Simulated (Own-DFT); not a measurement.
Si3N4 (beta silicon nitride, strained, atoms displaced) (calculated)

Computed with Own-DFT development build. A calculation, not a measurement: plane-wave PBE density functional theory by an unreviewed code, no spin, of a simulated periodic cell, stress positive in tension, free energy of the whole cell less one offset for each atom, forces on such cells moved up to 12 meV/angstrom on a denser k mesh; offsets are fitted by least squares, one for each functional and potential file, so energies compare only between cells with the same atoms and settings and are not formation energies; the far tail of each file's local potential was reset to the Coulomb form; each entry is a single point on an unrelaxed cell, so the pressure reflects the starting lattice, mostly measured values (interpolated for alloys), from which strain is counted, and rises with the displacements; printed positions are rounded, which can move forces by about a meV/angstrom; the program, named Own-DFT, is a retired in-house code; no spin-orbit coupling; before rounding, a Quantum ESPRESSO 7.3.1 run of the same cell and cutoff gave forces within 1 meV/angstrom rms on each cell, which checks the program and not the settings.

Common to all runs: functional PBE; potential files PseudoDojo norm-conserving, scalar-relativistic, standard set; wave cutoff 42 hartree; occupations Fermi-Dirac; smearing width 0.1 eV; k mesh 2 x 2 x 4 centred on Gamma.

(1) Si3N4 (beta silicon nitride, strained, atoms displaced)

```
CELL_PARAMETERS angstrom
14.90820 -0.23650 -0.07910
-7.65890 13.28660 0.01550
-0.03020 -0.01060 5.71560
ATOMIC_POSITIONS crystal
Si 0.09018 0.38607 0.12425
Si 0.11633 0.20592 0.12415
Si 0.30425 0.41963 0.12796
Si 0.41554 0.11268 0.36658
Si 0.38598 0.29864 0.36805
Si 0.20195 0.08578 0.37934
N 0.16155 0.00963 0.11369
N 0.48516 0.14836 0.13249
N 0.34869 0.33716 0.11286
N 0.33452 0.48574 0.37512
N 0.01611 0.35395 0.37341
N 0.14759 0.16050 0.38167
N 0.17249 0.33861 0.12786
N 0.32702 0.16711 0.37196
Si 0.08599 0.37779 0.62642
Si 0.11369 0.20203 0.63576
Si 0.29850 0.41323 0.63729
Si 0.41479 0.11553 0.89482
Si 0.38023 0.29774 0.85506
Si 0.20826 0.08891 0.88232
N 0.17066 0.02276 0.62127
N 0.48551 0.15073 0.64500
N 0.35133 0.34065 0.62092
N 0.32806 0.48349 0.88111
N 0.01627 0.34605 0.86417
N 0.14619 0.16367 0.86941
N 0.15958 0.32894 0.63833
N 0.34098 0.17857 0.88353
Si 0.08876 0.88136 0.12014
Si 0.11633 0.70275 0.12246
Si 0.29515 0.90919 0.11937
Si 0.41530 0.61319 0.38020
Si 0.38293 0.79876 0.36680
Si 0.19859 0.58486 0.38034
N 0.16841 0.51836 0.11915
N 0.48026 0.65258 0.13452
N 0.35437 0.83874 0.12694
N 0.33199 0.98678 0.38064
N 0.01077 0.85119 0.36036
N 0.15333 0.66716 0.36845
N 0.17026 0.83168 0.13221
N 0.33075 0.66453 0.39101
Si 0.08389 0.88185 0.61629
Si 0.11487 0.70367 0.62751
Si 0.29548 0.90880 0.61229
Si 0.42003 0.62059 0.86357
Si 0.38629 0.79780 0.88160
Si 0.20182 0.58470 0.87909
N 0.16629 0.51546 0.63590
N 0.48948 0.65522 0.63286
N 0.35130 0.83414 0.62882
N 0.32414 0.97578 0.86726
N 0.01216 0.84323 0.87933
N 0.15457 0.66528 0.87557
N 0.16163 0.83246 0.62361
N 0.32852 0.66799 0.87692
Si 0.58600 0.38335 0.12634
Si 0.62174 0.20095 0.10364
Si 0.80150 0.40994 0.11889
Si 0.91394 0.11419 0.36987
Si 0.88565 0.29646 0.38312
Si 0.69763 0.08749 0.36357
N 0.66506 0.01413 0.13783
N 0.99545 0.15602 0.11726
N 0.84260 0.33344 0.12922
N 0.82785 0.48237 0.38052
N 0.51179 0.34858 0.36246
N 0.65026 0.16954 0.35914
N 0.66279 0.33225 0.12236
N 0.82913 0.17165 0.37893
Si 0.58873 0.38551 0.60959
Si 0.61968 0.20789 0.63762
Si 0.80272 0.41026 0.61300
Si 0.91194 0.11755 0.86855
Si 0.88314 0.30106 0.87422
Si 0.70884 0.08517 0.87103
N 0.66291 0.01526 0.61623
N 0.98640 0.15199 0.62850
N 0.84749 0.33234 0.60830
N 0.82814 0.47946 0.86629
N 0.51351 0.34764 0.87360
N 0.64611 0.16170 0.87524
N 0.65480 0.32545 0.62259
N 0.83378 0.16691 0.87492
Si 0.59030 0.88327 0.12107
Si 0.61619 0.70511 0.13446
Si 0.79673 0.91287 0.11848
Si 0.91097 0.61177 0.37483
Si 0.88124 0.79913 0.36796
Si 0.70013 0.58283 0.36445
N 0.66449 0.51594 0.13947
N 0.98739 0.65430 0.13368
N 0.85270 0.82872 0.11931
N 0.82768 0.97932 0.37551
N 0.51501 0.84684 0.39307
N 0.65240 0.66851 0.36455
N 0.66905 0.82908 0.12208
N 0.83304 0.66852 0.37664
Si 0.59516 0.88879 0.62191
Si 0.61335 0.70201 0.61707
Si 0.79711 0.91302 0.60769
Si 0.90967 0.61319 0.86303
Si 0.87953 0.79863 0.87053
Si 0.69800 0.58571 0.86027
N 0.66958 0.51841 0.60734
N 0.98590 0.65019 0.62176
N 0.85249 0.83878 0.62900
N 0.82924 0.98268 0.89517
N 0.51950 0.84574 0.85632
N 0.65390 0.66168 0.86657
N 0.66458 0.83747 0.60384
N 0.83365 0.66729 0.88701
```

| Property | Result |
| --- | --- |
| free energy of cell above offsets | -3.342 eV |
| pressure | 19.29 GPa |
| stress xx | -21 GPa |
| stress yy | -13.17 GPa |
| stress zz | -23.7 GPa |
| stress yz | 2.18 GPa |
| stress xz | -1.2 GPa |
| stress xy | -4.31 GPa |

Force:
```tsv
element	x (eV/Å)	y (eV/Å)	z (eV/Å)
Si	0.888	0.472	-0.517
Si	6.754	2.384	0.956
Si	-0.08	-2.412	0.141
Si	-2.791	1.54	5.067
Si	-3.434	-1.858	-1.006
Si	-1.554	-0.215	-2.698
N	0.338	1.67	1.788
N	2.423	0.795	-0.526
N	0.635	0.036	0.652
N	0.622	0.246	2.538
N	0.059	-0.254	-0.647
N	-1.94	1.446	-0.742
N	-1.291	-1.25	0.4
N	4.402	1.516	-0.221
Si	-0.348	3.773	-1.168
Si	2.648	0.493	-2.938
Si	-2.21	-0.245	-1.932
Si	-2.782	-1.248	-3.938
Si	1.314	1.883	3.359
Si	-1.157	0.708	-1.271
N	-0.346	-4.509	2.489
N	-0.224	-0.924	-2.224
N	0.407	-0.341	-2.181
N	1.218	3.799	-1.562
N	-2.812	-0.568	2.999
N	2.167	-0.74	2.813
N	3.682	0.413	-0.642
N	0.365	-5.202	0.107
Si	-0.241	-0.338	0.041
Si	1.163	0.075	-0.186
Si	1.19	2.504	0.621
Si	-4.253	0.979	0.562
Si	1.563	-2.717	3.577
Si	0.961	0.679	0.179
N	-0.854	-2.941	2.586
N	2.856	0.877	-2.221
N	-0.279	0.653	-1.269
N	0.609	-1.403	-2.324
N	1.931	0.804	1.607
N	-0.667	-0.078	1.724
N	-2.545	-1.48	-0.021
N	1.512	0.896	-0.727
Si	-0.889	1.844	1.155
Si	2.455	0.406	-0.655
Si	-0.097	0.022	1.57
Si	-5.493	-1.681	4.273
Si	-0.102	-0.966	-1.743
Si	-0.423	1.556	-1.022
N	-0.606	-2.891	-2.039
N	-0.939	-1.152	-2.474
N	-0.99	0.791	-0.956
N	0.844	3.55	1.109
N	0.157	0.536	-2.534
N	-2.127	0.793	-0.24
N	1.373	-0.853	-0.35
N	4.266	0.819	0.118
Si	0.389	0.5	-2.257
Si	-4.627	3.641	5.146
Si	-6.294	2.576	0.687
Si	-0.954	1.026	-0.29
Si	0.039	-0.118	-3.406
Si	-0.659	2.038	3.057
N	0.277	-1.405	-4.305
N	-8.112	-3.656	0.836
N	5.071	-2.696	-0.829
N	1.169	0.52	-2.535
N	1.547	0.808	1.679
N	1.151	-1.141	3.082
N	2.423	-0.533	-0.312
N	3.366	-2.808	-0.485
Si	-1.558	-0.253	2.403
Si	-1.347	-3.103	-3.677
Si	-4.686	-0.136	1.541
Si	1.344	-0.801	1.726
Si	1.074	-1.226	0.24
Si	-3.664	-1.299	0.442
N	0.434	1.805	0.905
N	-3.096	-1.771	-1.452
N	0.163	-0.064	3.739
N	1.298	1.145	0.181
N	0.499	1.559	-1.8
N	4.974	-2.402	-3.11
N	3.942	4.346	-0.301
N	0.555	2.421	0.175
Si	-1.219	-1.383	1.271
Si	0.006	-1.842	-3.551
Si	2.384	-3.29	2.641
Si	-1.702	1.817	-0.54
Si	1.745	-2.867	2.216
Si	0.534	5.395	2.082
N	-0.46	-3.214	-6.475
N	-1.446	-1.874	-2.051
N	-5.805	3.824	0.119
N	1.006	4.6	-2.822
N	0.05	0.325	-4.513
N	0.767	-1.15	2.786
N	-1.859	1.481	-0.455
N	0.41	-0.442	0.28
Si	-3.23	-0.176	-0.267
Si	4.26	2.398	0.599
Si	-0.021	-1.791	5.171
Si	-0.384	1.022	2.37
Si	3.904	-3.071	0.056
Si	3.818	-1.274	2.373
N	-0.765	-3.104	2.318
N	-1.03	-1.168	0.399
N	-1.558	0.918	-2.433
N	0.308	3.631	-5.904
N	-0.662	0.184	3.673
N	-5.174	3.212	0.567
N	4.723	-3.007	0.722
N	-0.643	-0.821	-1.167
```

(2) Si3N4 (beta silicon nitride, strained, atoms displaced)

```
CELL_PARAMETERS angstrom
15.00170 -0.13900 -0.11540
-7.62130 13.07280 0.13180
-0.04410 0.03270 5.87890
ATOMIC_POSITIONS crystal
Si 0.09051 0.38623 0.13313
Si 0.11256 0.20042 0.11374
Si 0.30003 0.41052 0.13489
Si 0.41323 0.11321 0.36431
Si 0.38451 0.29759 0.38316
Si 0.20708 0.09037 0.37594
N 0.16891 0.01402 0.12037
N 0.47940 0.15189 0.12402
N 0.34794 0.32591 0.12155
N 0.33301 0.48091 0.37739
N 0.01879 0.34909 0.38163
N 0.15185 0.16946 0.37476
N 0.17255 0.33341 0.13994
N 0.33121 0.16691 0.36155
Si 0.08116 0.38291 0.61130
Si 0.10895 0.19648 0.61598
Si 0.30134 0.42195 0.62856
Si 0.41695 0.11908 0.86867
Si 0.38469 0.30129 0.89006
Si 0.20715 0.09127 0.86786
N 0.16833 0.01125 0.61820
N 0.48600 0.15304 0.62609
N 0.34581 0.33745 0.61771
N 0.33353 0.48920 0.86833
N 0.01277 0.34292 0.85633
N 0.15394 0.16940 0.87912
N 0.17390 0.33607 0.63136
N 0.33185 0.15930 0.88022
Si 0.08747 0.88375 0.12310
Si 0.12184 0.70485 0.12226
Si 0.29806 0.91608 0.12398
Si 0.40509 0.60680 0.36442
Si 0.38744 0.80108 0.38982
Si 0.19782 0.58918 0.35780
N 0.16672 0.51929 0.14532
N 0.48212 0.64646 0.12908
N 0.34251 0.82409 0.12149
N 0.32932 0.98429 0.35787
N 0.01832 0.85205 0.37369
N 0.14982 0.66773 0.37837
N 0.16369 0.82401 0.13123
N 0.33332 0.65722 0.38768
Si 0.08484 0.87873 0.62642
Si 0.12008 0.70357 0.62495
Si 0.29315 0.90806 0.60631
Si 0.41672 0.61696 0.86420
Si 0.38702 0.79534 0.88396
Si 0.20125 0.58501 0.87765
N 0.16890 0.51668 0.63063
N 0.47915 0.64919 0.63397
N 0.35209 0.83194 0.62994
N 0.32696 0.97828 0.87782
N 0.01311 0.84866 0.87477
N 0.15255 0.66201 0.87837
N 0.16848 0.82877 0.62333
N 0.33514 0.66786 0.86306
Si 0.58816 0.38384 0.12264
Si 0.61488 0.20112 0.13134
Si 0.79740 0.41649 0.12707
Si 0.91158 0.11582 0.38462
Si 0.88550 0.30031 0.37238
Si 0.70593 0.08520 0.37856
N 0.66471 0.01065 0.13004
N 0.98645 0.15063 0.12272
N 0.84895 0.33091 0.11680
N 0.82697 0.47985 0.37835
N 0.51474 0.35100 0.37234
N 0.65025 0.16605 0.37350
N 0.66468 0.33316 0.11931
N 0.82882 0.16678 0.37799
Si 0.59007 0.38348 0.63400
Si 0.60850 0.19791 0.62050
Si 0.79595 0.41074 0.63468
Si 0.91157 0.11250 0.87055
Si 0.88218 0.28977 0.88551
Si 0.70749 0.08894 0.87030
N 0.67415 0.02576 0.62816
N 0.98155 0.14751 0.61805
N 0.85144 0.33373 0.63152
N 0.83576 0.48660 0.86649
N 0.51644 0.35476 0.87946
N 0.65696 0.16857 0.86800
N 0.66612 0.32892 0.62481
N 0.83141 0.16791 0.88221
Si 0.58243 0.88292 0.12051
Si 0.62200 0.70415 0.13072
Si 0.79784 0.91279 0.13255
Si 0.90688 0.61989 0.37455
Si 0.88779 0.79593 0.37600
Si 0.70309 0.58500 0.37382
N 0.66637 0.51255 0.13155
N 0.98744 0.64961 0.10860
N 0.84491 0.83216 0.12242
N 0.83591 0.98239 0.37189
N 0.52020 0.85542 0.38490
N 0.65496 0.66639 0.37391
N 0.66792 0.83005 0.12527
N 0.83347 0.66962 0.37541
Si 0.58405 0.88253 0.61800
Si 0.61883 0.69966 0.62571
Si 0.80108 0.91541 0.62583
Si 0.91083 0.61487 0.88326
Si 0.87897 0.79772 0.88088
Si 0.70562 0.59331 0.86080
N 0.66778 0.51779 0.64274
N 0.99051 0.65706 0.63822
N 0.84718 0.83394 0.62317
N 0.83000 0.98188 0.87742
N 0.51634 0.85191 0.87486
N 0.64598 0.66378 0.86621
N 0.67409 0.84315 0.61150
N 0.83535 0.66537 0.86947
```

| Item | Value |
| --- | --- |
| free energy of cell above offsets | -6.413 eV |
| pressure | 12.47 GPa |
| stress xx | -15.73 GPa |
| stress yy | -15.05 GPa |
| stress zz | -6.62 GPa |
| stress yz | -0.78 GPa |
| stress xz | -1.42 GPa |
| stress xy | -4.98 GPa |

Force:
```tsv
element	x (eV/Å)	y (eV/Å)	z (eV/Å)
Si	1.002	-1.159	-2.139
Si	2.373	1.806	1.89
Si	0.477	0.709	-2.145
Si	-2.519	1.326	1.672
Si	-0.803	-0.123	0.165
Si	-2.859	-2.67	-0.954
N	-0.649	0.784	0.447
N	3.021	0.715	-0.82
N	-2.368	2.515	3.043
N	0.748	-0.116	-1.738
N	-3.072	-1.613	-5.057
N	0.487	-1.716	-0.657
N	-3	-0.495	-0.7
N	3.485	1.064	1.009
Si	5.903	2.321	5.446
Si	3.183	4.278	1.152
Si	-0.446	-2.996	0.503
Si	-1.803	-3.015	0.742
Si	0.863	-2.393	-5.234
Si	-1.939	-3.479	0.439
N	-0.585	1.136	0.813
N	-3.128	-2.079	-1.62
N	2.864	-0.944	1.79
N	0.761	-1.492	2.934
N	0.782	0.816	3.648
N	-0.241	-1.253	-2
N	-4.117	-2.226	-0.331
N	1.098	4.814	-0.733
Si	1.134	-0.245	-0.427
Si	-0.431	-3.856	-0.601
Si	0.092	-4.026	-1.739
Si	2.367	2.437	1.311
Si	0.229	-3.62	-2.4
Si	2.394	2.171	7.593
N	-0.341	-4.07	-5.956
N	1.881	0.768	-0.829
N	0.116	1.818	2.144
N	1.068	0.205	2.82
N	-0.539	-0.578	-0.2
N	0.414	-0.563	-0.558
N	-1.286	6.195	-0.162
N	-3.911	3.934	-0.82
Si	0.917	0.651	0.602
Si	-0.088	-2.156	1.081
Si	2.071	1.821	2.742
Si	-2.716	0.029	4.268
Si	-1.958	-0.814	-0.521
Si	1.986	-0.012	-0.759
N	-1.352	-0.929	-1.477
N	4.649	1.73	-5.377
N	-1.618	1.655	-0.112
N	1.336	2.522	-3.28
N	-0.118	0.236	0.12
N	-1.664	1.115	-0.121
N	-2.544	1.192	-0.015
N	0.291	-0.987	1.008
Si	-0.91	-0.206	1.349
Si	0.542	0.574	-2.393
Si	0.713	-1.394	-1.147
Si	-1.304	-0.38	-3.978
Si	-0.893	-0.571	1.317
Si	-3.406	-0.449	-1.665
N	0.023	2.125	-0.658
N	-2.88	-1.34	0.226
N	-1.129	1.751	1.695
N	0.522	2.536	0.209
N	1.516	0.631	1.287
N	0.007	-1.036	0.672
N	1.173	-0.8	0.074
N	4.238	1.952	-0.296
Si	-1.079	0.03	-1.194
Si	5.471	1.489	0.439
Si	1.334	-0.584	-1.224
Si	-0.836	1.092	1.384
Si	-0.797	4.037	-2.177
Si	-2.746	-1.497	2.211
N	-0.619	-4.67	-0.136
N	-0.407	-0.325	2.265
N	-0.066	0.346	-0.963
N	-0.266	-1.317	1.763
N	0.038	-0.505	-0.841
N	-2.332	-0.108	1.417
N	-1.314	0.567	0.217
N	4.296	-2.825	0.06
Si	2.93	-0.569	1.481
Si	-2.597	-1.274	-1.259
Si	-0.949	-0.098	-1.119
Si	6.133	-1.661	0.345
Si	-2.3	2.458	0.155
Si	-0.699	-1.203	0.569
N	-0.09	2.59	-1.197
N	-1.012	-0.389	3.97
N	1.545	-0.552	1.249
N	0.437	2.043	0.702
N	-2.418	-1.106	-3.617
N	-0.126	-0.591	1.141
N	-2.123	1.271	-0.126
N	-1.152	-0.716	-0.112
Si	3.589	2.565	3.619
Si	-3.817	2.707	-2.569
Si	-0.102	0.162	-0.114
Si	2.189	0.899	-2.637
Si	1.869	-0.427	-1.321
Si	-0.075	-1.416	4.054
N	-0.013	-1.681	-3.937
N	-2.589	-1.51	-1.96
N	1.559	-0.693	-0.166
N	0.916	1.017	-0.062
N	0.559	0.319	-0.986
N	1.773	-0.43	3.059
N	-2.13	-4.036	0.575
N	-2.092	2.058	0.45
```
